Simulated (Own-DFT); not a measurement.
Simulation results for Hf$_{16}$O$_{31}$ (monoclinic hafnia with two neutral oxygen vacancies, atoms displaced), Hf$_{16}$O$_{31}$ (monoclinic hafnia with two neutral oxygen vacancies, strained, atoms displaced)

All values are calculated (Own-DFT development build). A calculation, not a measurement: plane-wave PBE and HSE06 DFT by an unreviewed code, no spin, of a simulated cell at Gamma alone, so results move with cell size and shape, stress positive in tension, energies less offsets, not probed for a lower state with spin; hafnium file: forces about 75 meV/angstrom off all-electron values; oxygen file: force components 24 meV/angstrom off all-electron in a glass; k mesh not checked against a denser one; forces and stress are PBE's, HSE06 gives the energy alone, and its difference from PBE has offsets of its own; offsets are fitted by least squares, one for each functional and potential file, so energies compare only between cells with the same atoms and settings and are not formation energies; the far tail of each file's local potential was reset to the Coulomb form; each entry is a single point on an unrelaxed cell, so the pressure reflects the starting lattice, mostly measured values, from which strain is counted, and rises with the displacements; printed positions are rounded, which can move forces by about a meV/angstrom; the program is a retired in-house code; no spin-orbit coupling.

Settings shared by all entries: first functional PBE; second functional HSE06; exact exchange share 0.25; screening 0.11 1/bohr; exchange divergence Gygi-Baldereschi; potential files PseudoDojo norm-conserving, scalar-relativistic, made for PBE, standard set; wave cutoff 48 hartree; occupations fixed; k mesh 1 x 1 x 1 centred on Gamma.

(1) Hf$_{16}$O$_{31}$ (monoclinic hafnia with two neutral oxygen vacancies, atoms displaced)

```
Hf16O31
1.0
     10.2340     0.0000     0.0000
      0.0000    10.3500     0.0000
     -1.6955     0.0000    10.4453
Hf O Hf O Hf O Hf O Hf O Hf O Hf O Hf O
4 8 4 6 4 8 4 8 4 8 4 8 4 8 4 8
Direct
  0.13745 0.01805 0.11209
  0.36649 0.26832 0.14588
  0.36197 0.48070 0.39651
  0.13596 0.23354 0.35358
  0.03331 0.16655 0.17439
  0.46115 0.41350 0.07551
  0.45880 0.33478 0.32205
  0.03721 0.08269 0.42435
  0.22657 0.37794 0.24086
  0.27866 0.13126 0.01096
  0.27351 0.12460 0.25452
  0.23044 0.36922 0.49162
  0.14182 0.01623 0.60407
  0.36314 0.27062 0.64834
  0.36192 0.48014 0.89743
  0.14312 0.22807 0.85408
  0.04207 0.16552 0.67404
  0.46267 0.41754 0.58149
  0.03644 0.08439 0.92523
  0.27818 0.12975 0.51092
  0.27504 0.12637 0.75854
  0.22147 0.36649 0.99341
  0.13756 0.50884 0.10235
  0.37134 0.77450 0.14999
  0.36576 0.97969 0.39786
  0.14169 0.72671 0.35866
  0.03926 0.66435 0.17280
  0.46618 0.91388 0.07845
  0.46045 0.83605 0.32383
  0.03697 0.58349 0.41936
  0.22594 0.88420 0.23954
  0.27480 0.63121 0.00994
  0.27078 0.61993 0.25975
  0.21999 0.86709 0.49260
  0.13802 0.51681 0.60014
  0.35917 0.76877 0.64842
  0.36157 0.98242 0.90453
  0.12956 0.73024 0.85159
  0.04022 0.66742 0.67105
  0.46272 0.91356 0.57644
  0.46624 0.83590 0.83528
  0.03644 0.58693 0.92432
  0.22463 0.87739 0.74376
  0.27758 0.62792 0.51133
  0.27456 0.62240 0.75925
  0.22719 0.87010 0.99089
  0.63379 0.02013 0.10588
  0.86065 0.27257 0.14733
  0.86407 0.48342 0.39934
  0.64385 0.23256 0.35244
  0.53760 0.16666 0.17150
  0.96694 0.41721 0.07375
  0.96601 0.33304 0.32895
  0.53804 0.08731 0.42372
  0.72410 0.37691 0.24035
  0.77563 0.13178 0.00917
  0.77665 0.11809 0.26209
  0.72680 0.37264 0.49167
  0.63235 0.02043 0.60907
  0.86847 0.27184 0.64572
  0.86197 0.47961 0.89364
  0.63655 0.23097 0.85450
  0.53961 0.17090 0.67685
  0.96741 0.40900 0.57372
  0.96500 0.33475 0.82351
  0.53772 0.07849 0.92335
  0.72349 0.38403 0.74454
  0.77740 0.12793 0.50828
  0.77509 0.12098 0.76187
  0.72298 0.37111 0.99007
  0.63564 0.52034 0.10326
  0.86259 0.76889 0.14391
  0.86025 0.97841 0.39526
  0.63813 0.72572 0.35353
  0.53634 0.66359 0.17222
  0.95925 0.91301 0.07041
  0.96563 0.83081 0.32175
  0.53472 0.58328 0.42510
  0.72095 0.88080 0.23983
  0.77853 0.63008 0.01235
  0.77503 0.61803 0.26039
  0.72809 0.87227 0.48914
  0.63912 0.51964 0.60320
  0.86608 0.77079 0.64572
  0.86357 0.97931 0.89840
  0.63914 0.73204 0.84877
  0.53784 0.66119 0.67161
  0.96652 0.91356 0.58119
  0.96746 0.83552 0.82877
  0.53471 0.58186 0.92526
  0.72145 0.87947 0.74347
  0.77556 0.63213 0.50953
  0.77483 0.61932 0.75609
  0.72492 0.87499 0.99240
```

| Property | Result |
| --- | --- |
| PBE energy of cell above offsets | -91.465 eV |
| HSE06 less PBE above offsets | 0.413 eV |
| PBE pressure | 3.84 GPa |
| PBE stress xx | -4.13 GPa |
| PBE stress yy | -3.48 GPa |
| PBE stress zz | -3.92 GPa |
| PBE stress yz | 0.36 GPa |
| PBE stress xz | -0.37 GPa |
| PBE stress xy | -0.13 GPa |

Force:
| element | x (eV/Å) | y (eV/Å) | z (eV/Å) |
| --- | --- | --- | --- |
| Hf | -0.068 | 0.546 | -1.575 |
| Hf | -1.127 | 0.001 | -0.077 |
| Hf | -0.129 | -0.417 | -0.323 |
| Hf | 0.734 | -1.145 | 0.207 |
| O | -0.303 | 0.022 | -0.054 |
| O | 0.998 | 0.716 | -0.22 |
| O | 1.495 | -0.206 | 0.95 |
| O | -0.194 | -0.117 | -0.149 |
| O | -0.547 | -0.087 | 0.093 |
| O | -0.125 | -0.881 | -0.03 |
| O | 0.227 | -0.525 | 1.021 |
| O | -0.961 | 0.378 | 0.128 |
| Hf | -0.295 | 0.841 | 0.048 |
| Hf | -0.082 | 0.457 | -0.127 |
| Hf | -0.117 | 0.558 | -0.095 |
| Hf | -0.408 | -0.081 | 0.298 |
| O | -0.793 | 0.235 | -0.316 |
| O | 0.648 | 0.176 | -0.005 |
| O | 0.214 | 0.108 | -0.026 |
| O | 0.011 | -0.676 | -0.22 |
| O | 0.382 | -0.855 | 0.38 |
| O | 0.187 | 0.451 | -0.952 |
| Hf | 0.861 | 2.737 | 0.417 |
| Hf | -2.794 | -1.52 | -1.577 |
| Hf | -0.903 | 1.226 | -0.323 |
| Hf | -0.264 | 0.362 | -2.006 |
| O | -0.684 | 0.11 | -0.114 |
| O | 0.432 | 0.683 | 0.156 |
| O | 1.379 | -0.563 | 0.994 |
| O | -0.493 | -0.688 | 0.632 |
| O | -0.016 | -0.643 | 0.771 |
| O | 0.21 | -0.594 | 0.161 |
| O | 0.862 | -0.057 | 0.695 |
| O | 0.665 | 0.314 | 0.013 |
| Hf | 0.989 | 0.417 | 0.997 |
| Hf | 0.101 | -0.332 | 0.764 |
| Hf | -0.449 | -0.408 | -1.389 |
| Hf | 2.242 | -0.273 | 1.549 |
| O | -0.82 | -0.264 | -0.608 |
| O | 0.205 | 0.141 | 0.178 |
| O | 0.32 | -0.684 | -0.97 |
| O | -0.958 | -0.868 | -0.487 |
| O | 0.313 | 0.513 | -0.482 |
| O | -0.064 | -0.012 | 0.1 |
| O | 0.107 | -1.003 | -0.039 |
| O | -0.334 | 0.428 | 0.356 |
| Hf | 1.761 | -0.06 | -0.46 |
| Hf | 0.4 | -0.589 | -0.763 |
| Hf | -0.172 | -0.562 | -0.88 |
| Hf | -0.814 | -0.458 | 0.639 |
| O | -0.05 | 0.215 | 0.318 |
| O | -1.22 | -0.999 | 0.238 |
| O | -0.623 | 0.681 | -0.051 |
| O | -0.588 | -0.45 | 0.024 |
| O | -0.029 | 0.27 | 0.056 |
| O | -0.063 | 0.039 | 0.614 |
| O | 0.031 | 0.605 | -0.269 |
| O | -0.102 | 0 | -0.23 |
| Hf | 1.42 | 0.605 | -0.557 |
| Hf | -0.954 | -1.501 | 0.564 |
| Hf | 0.047 | 0.156 | 0.323 |
| Hf | 0.501 | -0.356 | 0.439 |
| O | -0.713 | 0.077 | -0.196 |
| O | 0.803 | 1.162 | -0.09 |
| O | 0.418 | 0.087 | 0.193 |
| O | -0.116 | 0.737 | -0.188 |
| O | 0.105 | -0.696 | -0.479 |
| O | -0.073 | 0.282 | 0.473 |
| O | 0.023 | 0.181 | -0.27 |
| O | 0.009 | 0.352 | 0.153 |
| Hf | 0.486 | -0.357 | -0.47 |
| Hf | 0.596 | -0.013 | 0.397 |
| Hf | 0.669 | -0.103 | 0.136 |
| Hf | 0.379 | 0.749 | 0.257 |
| O | -0.14 | 0.31 | 0.483 |
| O | 1.197 | 0.361 | 1.116 |
| O | -0.251 | 0.519 | 0.759 |
| O | 0.185 | 0.282 | -0.516 |
| O | 0.017 | -0.676 | 0.223 |
| O | -0.423 | -0.404 | -0.612 |
| O | -0.163 | 0.128 | 0.236 |
| O | -0.673 | -0.43 | 0.16 |
| Hf | -0.352 | -0.439 | 0.632 |
| Hf | -0.62 | 0.267 | 0.013 |
| Hf | -0.475 | 0.855 | -0.251 |
| Hf | -0.565 | -0.073 | 1.118 |
| O | -1.056 | 1.245 | 0.334 |
| O | 0.332 | 0.426 | -0.395 |
| O | -0.872 | 0.054 | -0.62 |
| O | 0.206 | -0.038 | -0.548 |
| O | 0.338 | -0.287 | -0.554 |
| O | 0.363 | -0.403 | -0.152 |
| O | 0.564 | 0.393 | 0.385 |
| O | -0.395 | -0.665 | -0.474 |

(2) Hf$_{16}$O$_{31}$ (monoclinic hafnia with two neutral oxygen vacancies, strained, atoms displaced)

```
Hf16O31
1.0
     10.2857    -0.0524     0.1554
     -0.0530    10.5291    -0.0503
     -1.5455    -0.0421    10.2509
Hf O Hf O Hf O Hf O Hf O Hf O Hf O Hf O
4 8 4 8 4 7 4 7 4 8 4 8 4 8 4 8
Direct
  0.15925 0.02133 0.10341
  0.36003 0.26452 0.14066
  0.35860 0.48233 0.39111
  0.14153 0.22873 0.37682
  0.04259 0.15767 0.18496
  0.48389 0.41585 0.09155
  0.45445 0.32352 0.31461
  0.02395 0.08053 0.42030
  0.23260 0.38376 0.24298
  0.26894 0.14091 0.02210
  0.27573 0.11441 0.25642
  0.24007 0.37144 0.49659
  0.13164 0.01733 0.60302
  0.36230 0.27495 0.65737
  0.35636 0.48706 0.89962
  0.14231 0.22364 0.85570
  0.03119 0.16819 0.66160
  0.46881 0.42171 0.57203
  0.44964 0.35562 0.82063
  0.03474 0.09607 0.91379
  0.22075 0.37291 0.73945
  0.28184 0.13934 0.51318
  0.27404 0.11616 0.76211
  0.23324 0.36437 0.97925
  0.11939 0.51716 0.11028
  0.37237 0.77743 0.15813
  0.36271 0.97605 0.38906
  0.14846 0.73719 0.35675
  0.04551 0.67721 0.18248
  0.46361 0.92221 0.07682
  0.46450 0.85490 0.31400
  0.05252 0.58286 0.42033
  0.20971 0.86983 0.23710
  0.27796 0.62257 0.01015
  0.27682 0.61602 0.24982
  0.14503 0.52739 0.60554
  0.34946 0.77112 0.64193
  0.36636 0.97978 0.91026
  0.14356 0.73731 0.85374
  0.02547 0.66267 0.66530
  0.46588 0.91260 0.58075
  0.45607 0.84043 0.82867
  0.03324 0.58862 0.92558
  0.28342 0.62213 0.51714
  0.29285 0.62245 0.76694
  0.21108 0.87193 0.97794
  0.65018 0.01900 0.10160
  0.86707 0.26723 0.14776
  0.87678 0.48535 0.39727
  0.63095 0.23136 0.36368
  0.52464 0.17250 0.16320
  0.95013 0.40642 0.08013
  0.96112 0.33089 0.33381
  0.53608 0.07945 0.42621
  0.72929 0.37739 0.24650
  0.77517 0.13080 0.00090
  0.79049 0.11940 0.24990
  0.72939 0.36964 0.49181
  0.63577 0.01848 0.60782
  0.86299 0.26658 0.66210
  0.85791 0.47967 0.88916
  0.62958 0.22845 0.85491
  0.52426 0.16764 0.67082
  0.96694 0.41197 0.59043
  0.96632 0.32275 0.82919
  0.52414 0.08236 0.91505
  0.73382 0.38851 0.73848
  0.77572 0.12044 0.51816
  0.76475 0.11882 0.75126
  0.73471 0.36123 0.99959
  0.64077 0.51618 0.10450
  0.85142 0.76964 0.14611
  0.87368 0.97494 0.40818
  0.62511 0.72841 0.36333
  0.54380 0.65749 0.14469
  0.96025 0.91509 0.06666
  0.97596 0.82300 0.34157
  0.52194 0.57575 0.41438
  0.71580 0.87251 0.23728
  0.77240 0.64307 0.99988
  0.77897 0.61240 0.26526
  0.72850 0.87636 0.49703
  0.64420 0.52391 0.61251
  0.85187 0.77371 0.64243
  0.87042 0.97524 0.89553
  0.63376 0.73034 0.86172
  0.54288 0.66362 0.66527
  0.95412 0.91775 0.57863
  0.95672 0.82406 0.82211
  0.55022 0.58590 0.92646
  0.73050 0.87009 0.73531
  0.79442 0.62902 0.51490
  0.78396 0.62349 0.76175
  0.71843 0.86306 0.99301
```

| Property | Result |
| --- | --- |
| PBE energy of cell above offsets | -78.334 eV |
| HSE06 less PBE above offsets | 1.567 eV |
| PBE pressure | 4.88 GPa |
| PBE stress xx | -2.54 GPa |
| PBE stress yy | -2.32 GPa |
| PBE stress zz | -9.78 GPa |
| PBE stress yz | -1.13 GPa |
| PBE stress xz | 3.13 GPa |
| PBE stress xy | -2.42 GPa |

Force:
| element | x (eV/Å) | y (eV/Å) | z (eV/Å) |
| --- | --- | --- | --- |
| Hf | -5.912 | 0.277 | 1.522 |
| Hf | 1.24 | 4.386 | 1.903 |
| Hf | -0.372 | -2.61 | -0.193 |
| Hf | -0.444 | 0.757 | -3.054 |
| O | 0.554 | 0.11 | -0.819 |
| O | -2.447 | -0.823 | -1.609 |
| O | 0.927 | 0.456 | 3.113 |
| O | 3.203 | 1.023 | 1.252 |
| O | -1.859 | -0.663 | -0.811 |
| O | 0.52 | -2.962 | -3.392 |
| O | 0.423 | -0.604 | 1.359 |
| O | -1.564 | 0.023 | -0.306 |
| Hf | 0.317 | 1.333 | 0.756 |
| Hf | 0.166 | 1.07 | -2.764 |
| Hf | 0.456 | 0.458 | 1.198 |
| Hf | 0.368 | 2.771 | -1.548 |
| O | 1.471 | -1.239 | 0.365 |
| O | 0.243 | -0.756 | 0.902 |
| O | 3.912 | -2.659 | 1.154 |
| O | -1.533 | -3.183 | 1.363 |
| O | -0.839 | 1.435 | -0.335 |
| O | -1.451 | -2.108 | -0.561 |
| O | -0.405 | -0.939 | 0.328 |
| O | -0.712 | 0.596 | 1.599 |
| Hf | 1.619 | 1.063 | -0.501 |
| Hf | -0.963 | -4.117 | -4.09 |
| Hf | -1.457 | 3.594 | 2.924 |
| Hf | -1.396 | -1.911 | 0.539 |
| O | -1.19 | -1.247 | -1.793 |
| O | -0.256 | -0.522 | 1.267 |
| O | 2.468 | -2.861 | 0.926 |
| O | -0.316 | -0.927 | 0.108 |
| O | 2.459 | 1.551 | -0.351 |
| O | -0.866 | 1.58 | 0.636 |
| O | 0.35 | 1.52 | 1.337 |
| Hf | -2.489 | -1.98 | 1.085 |
| Hf | 2.651 | 0.365 | 0.766 |
| Hf | -0.274 | -0.04 | -3.658 |
| Hf | -2.115 | -2.697 | -0.93 |
| O | 2.166 | 0.142 | 0.719 |
| O | -1.203 | -0.645 | -0.906 |
| O | -0.034 | -0.765 | -0.163 |
| O | -0.004 | -0.899 | 0.241 |
| O | 0.256 | 1.914 | -0.811 |
| O | -1.577 | 0.881 | -1.263 |
| O | 1.081 | 1.251 | 1.374 |
| Hf | -0.604 | 1.655 | 1.162 |
| Hf | -1.471 | -2.288 | 1.743 |
| Hf | -1.374 | -1.758 | 1.043 |
| Hf | 0.971 | 1.354 | -1.573 |
| O | 2.937 | -2.549 | 0.146 |
| O | 3.785 | 4.021 | -0.805 |
| O | 1.849 | -0.54 | 0.4 |
| O | -0.332 | -0.155 | -0.32 |
| O | 0.053 | -0.345 | -0.249 |
| O | -0.707 | -1.017 | -0.291 |
| O | -2.346 | -1.503 | 0.966 |
| O | -0.492 | -0.135 | 0.01 |
| Hf | 0.104 | 0.333 | -0.194 |
| Hf | 0.685 | 0.525 | -3.697 |
| Hf | 0.998 | 0.256 | 0.819 |
| Hf | 0.286 | 0.356 | 0.006 |
| O | 1.245 | -0.025 | 1.008 |
| O | 0.981 | 1.246 | -1.073 |
| O | -0.447 | 1.245 | 1.543 |
| O | 2.053 | 1.376 | 0.575 |
| O | -1.468 | -0.784 | 1.365 |
| O | -0.004 | 0.458 | -1.039 |
| O | -0.583 | 0.053 | 2.023 |
| O | -1.388 | 0.582 | -2.514 |
| Hf | 2.374 | -2.419 | 0.519 |
| Hf | 1.862 | -0.404 | 0.379 |
| Hf | -2.972 | 0.11 | -3.288 |
| Hf | 2.854 | -0.943 | -0.629 |
| O | -3.316 | 5.125 | 3.802 |
| O | 0.144 | -0.141 | 1.076 |
| O | -1.553 | 1.195 | -0.284 |
| O | 3.578 | 3.221 | -0.467 |
| O | 0.321 | -0.033 | 0.712 |
| O | 1.525 | -1.404 | 1.637 |
| O | -0.65 | 1.836 | -0.466 |
| O | -1.881 | -1.737 | -1.619 |
| Hf | 0.103 | -1.524 | -1.637 |
| Hf | 1.69 | -2.232 | 0.471 |
| Hf | -0.045 | 0.141 | -0.38 |
| Hf | 0.331 | -0.035 | -2.4 |
| O | -1.091 | 1.783 | 0.754 |
| O | 2.603 | 0.666 | 1.632 |
| O | 1.636 | 0.854 | 1.047 |
| O | -1.959 | -1.658 | -1.401 |
| O | -2.12 | 2.018 | 1.547 |
| O | -2.481 | -0.152 | -1.174 |
| O | -0.967 | -0.31 | 0.162 |
| O | 0.109 | 2.288 | 0.079 |

(3) Hf$_{16}$O$_{31}$ (monoclinic hafnia with two neutral oxygen vacancies, strained, atoms displaced)

```
Hf16O31
1.0
     10.2241     0.1451     0.0929
      0.1467    10.3597    -0.1757
     -1.5991    -0.2013    10.6071
Hf O Hf O Hf O Hf O Hf O Hf O Hf O Hf O
4 8 4 8 4 8 4 8 4 7 4 7 4 8 4 8
Direct
  0.13931 0.02268 0.10158
  0.36306 0.26879 0.14290
  0.36216 0.48230 0.39683
  0.13680 0.23196 0.35859
  0.03474 0.16409 0.17380
  0.46046 0.41432 0.07736
  0.46185 0.33626 0.32372
  0.03917 0.08514 0.42468
  0.22467 0.38189 0.24181
  0.27633 0.13241 0.01519
  0.27283 0.12536 0.26028
  0.22406 0.37308 0.49253
  0.14115 0.01432 0.60727
  0.36714 0.26426 0.64301
  0.36034 0.48151 0.89399
  0.14219 0.22376 0.85310
  0.03342 0.16643 0.67560
  0.46179 0.41347 0.57283
  0.46213 0.33275 0.82898
  0.03694 0.08512 0.92266
  0.22082 0.37786 0.74175
  0.27101 0.12959 0.50608
  0.28159 0.12057 0.75458
  0.22620 0.37457 0.99093
  0.13630 0.52304 0.10152
  0.36080 0.77051 0.15044
  0.35789 0.97809 0.39740
  0.13795 0.73267 0.34933
  0.03933 0.66575 0.17293
  0.46752 0.91801 0.07405
  0.46034 0.83819 0.32771
  0.03890 0.58106 0.42315
  0.22565 0.88172 0.24119
  0.27278 0.62857 0.00754
  0.27543 0.61810 0.25904
  0.22287 0.87531 0.49045
  0.13399 0.52213 0.60439
  0.36126 0.76924 0.64517
  0.36325 0.97829 0.89413
  0.13685 0.72312 0.85507
  0.04031 0.67169 0.67354
  0.46400 0.92112 0.58091
  0.46215 0.83614 0.82480
  0.03673 0.58138 0.92661
  0.22222 0.87665 0.74112
  0.27971 0.62586 0.50855
  0.27673 0.62254 0.76148
  0.22319 0.87779 0.98981
  0.63666 0.02036 0.10359
  0.85928 0.26901 0.14559
  0.86150 0.47339 0.39390
  0.63616 0.22592 0.35117
  0.53505 0.17341 0.17166
  0.96615 0.41436 0.07214
  0.95787 0.33472 0.32855
  0.53558 0.08597 0.41873
  0.72632 0.38295 0.23878
  0.77529 0.12656 0.01418
  0.72263 0.36685 0.49011
  0.64188 0.01686 0.60396
  0.86918 0.26703 0.64836
  0.86238 0.48100 0.89425
  0.63691 0.23243 0.85188
  0.53366 0.16409 0.67170
  0.96102 0.41580 0.57645
  0.96436 0.33444 0.82580
  0.53124 0.08375 0.92529
  0.72474 0.37491 0.73734
  0.77815 0.12442 0.76613
  0.72682 0.36938 0.99273
  0.63802 0.51971 0.10760
  0.86502 0.76949 0.14759
  0.86148 0.98089 0.39329
  0.63851 0.72762 0.35085
  0.54215 0.66622 0.17430
  0.96564 0.91973 0.07696
  0.96522 0.83479 0.32047
  0.53541 0.58333 0.41908
  0.72644 0.87959 0.24116
  0.77934 0.62761 0.00946
  0.77412 0.61889 0.26241
  0.71773 0.86627 0.49115
  0.64148 0.52430 0.60168
  0.86881 0.77301 0.64711
  0.85977 0.98153 0.89593
  0.64038 0.72969 0.85335
  0.53731 0.66313 0.67285
  0.96568 0.91264 0.57870
  0.96691 0.83407 0.82567
  0.53117 0.58398 0.92388
  0.72575 0.87951 0.73924
  0.77930 0.62789 0.51379
  0.77533 0.62148 0.75904
  0.71936 0.87165 0.98204
```

| Quantity | Value |
| --- | --- |
| PBE energy of cell above offsets | -90.257 eV |
| HSE06 less PBE above offsets | 1.018 eV |
| PBE pressure | 0.47 GPa |
| PBE stress xx | -1.43 GPa |
| PBE stress yy | -1.78 GPa |
| PBE stress zz | 1.8 GPa |
| PBE stress yz | -4.21 GPa |
| PBE stress xz | 2.15 GPa |
| PBE stress xy | 6.13 GPa |

Force:
| element | x (eV/Å) | y (eV/Å) | z (eV/Å) |
| --- | --- | --- | --- |
| Hf | -0.12 | 0.095 | 0.26 |
| Hf | -1.009 | 1.78 | 0.735 |
| Hf | -0.15 | -1.185 | -0.108 |
| Hf | 0.674 | 0.17 | -0.568 |
| O | -0.955 | 0.77 | 0.424 |
| O | 1.074 | 0.875 | -0.097 |
| O | 0.714 | -0.454 | 0.076 |
| O | -1.405 | -0.678 | -0.014 |
| O | -0.649 | -0.041 | -0.177 |
| O | -0.235 | -0.603 | -1.066 |
| O | 0.339 | -0.767 | 0.305 |
| O | -0.196 | -0.378 | -0.47 |
| Hf | -0.395 | 0.918 | -0.485 |
| Hf | -1.028 | 1.963 | -0.366 |
| Hf | -0.058 | -0.547 | 0.612 |
| Hf | -0.407 | 1.636 | 0.68 |
| O | 1.419 | -1.334 | 0.032 |
| O | 0.697 | 0.226 | 0.461 |
| O | 0.52 | -0.473 | -0.575 |
| O | -0.199 | -0.13 | -0.149 |
| O | 0.075 | 0.187 | -0.348 |
| O | 0.163 | -0.044 | 0.853 |
| O | -0.507 | -0.611 | 0.523 |
| O | -0.171 | -0.665 | -0.796 |
| Hf | 1.01 | -2.541 | 0.143 |
| Hf | 0.783 | 0.286 | -1.231 |
| Hf | 0.492 | 1.93 | 0.212 |
| Hf | -0.01 | -1.346 | 1.148 |
| O | -1.129 | 1.165 | 0.399 |
| O | -0.803 | -0.922 | 0.616 |
| O | 1.129 | -1.328 | -0.594 |
| O | -0.129 | 0.615 | -0.269 |
| O | -0.536 | -0.273 | -0.045 |
| O | 0.06 | 0.896 | 0.779 |
| O | 0.393 | 1.147 | -0.314 |
| O | 0.059 | -0.896 | -0.334 |
| Hf | 0.908 | -1.67 | -0.806 |
| Hf | 0.674 | 0.147 | -0.079 |
| Hf | -0.136 | 0.568 | 0.844 |
| Hf | 0.226 | 1.089 | 0.81 |
| O | -0.247 | -0.204 | 0.24 |
| O | -0.502 | -0.663 | -0.411 |
| O | 0.873 | -1.01 | -0.431 |
| O | -0.254 | 0.56 | -0.909 |
| O | -0.088 | 0.25 | -0.342 |
| O | -0.656 | 1.277 | 0.795 |
| O | 0.182 | -0.148 | -0.417 |
| O | 0.39 | -1.14 | -0.265 |
| Hf | -0.42 | -0.054 | -0.438 |
| Hf | 1.09 | 0.574 | -0.751 |
| Hf | -0.913 | 1.83 | 1.395 |
| Hf | -0.843 | 0.562 | 0.951 |
| O | 1.456 | -1.197 | -0.041 |
| O | -0.368 | -0.168 | 0.526 |
| O | 1.572 | -1.762 | -0.811 |
| O | 0.035 | -0.37 | 0.449 |
| O | -0.482 | -0.544 | 0.049 |
| O | -0.218 | 0.055 | 0.363 |
| O | 0.494 | -0.532 | -0.634 |
| Hf | -0.442 | 0.267 | -0.222 |
| Hf | -1.577 | 1.243 | -0.772 |
| Hf | -0.236 | -0.682 | 0.492 |
| Hf | -0.492 | -0.072 | 0.759 |
| O | 0.968 | -0.271 | 0.383 |
| O | 0.481 | 0.195 | 0.144 |
| O | 0.672 | -0.446 | 0.001 |
| O | 0.736 | 0.693 | -0.352 |
| O | -0.469 | 0.68 | 0.345 |
| O | 0.12 | -0.672 | -0.714 |
| O | -0.064 | -0.034 | -0.737 |
| Hf | -0.142 | -1.165 | -1.467 |
| Hf | 0.027 | 0.531 | -1.289 |
| Hf | -0.069 | 0.276 | 0.892 |
| Hf | -0.454 | -0.102 | 1.437 |
| O | -1.605 | 1.229 | 0.06 |
| O | -0.748 | -0.868 | -0.003 |
| O | 0.12 | -0.011 | 0.478 |
| O | 0.566 | 0.565 | 0.209 |
| O | 0.067 | 0.584 | -0.192 |
| O | -0.532 | 0.393 | 0.549 |
| O | 0.841 | 0.218 | -0.309 |
| O | 1.007 | 0.648 | -0.542 |
| Hf | -0.088 | -1.716 | -0.4 |
| Hf | -1.197 | -0.299 | -0.522 |
| Hf | 0.505 | -0.072 | 0.407 |
| Hf | -0.94 | -0.642 | 0.307 |
| O | -0.936 | 0.977 | 0.272 |
| O | 0.165 | 0.731 | -0.733 |
| O | -0.232 | 0.106 | 0.248 |
| O | 0.917 | 0.6 | 0.031 |
| O | -0.037 | 0.169 | 0.095 |
| O | -0.262 | 0.177 | -0.088 |
| O | 0.456 | -0.187 | 0.255 |
| O | 0.593 | 0.076 | 0.644 |
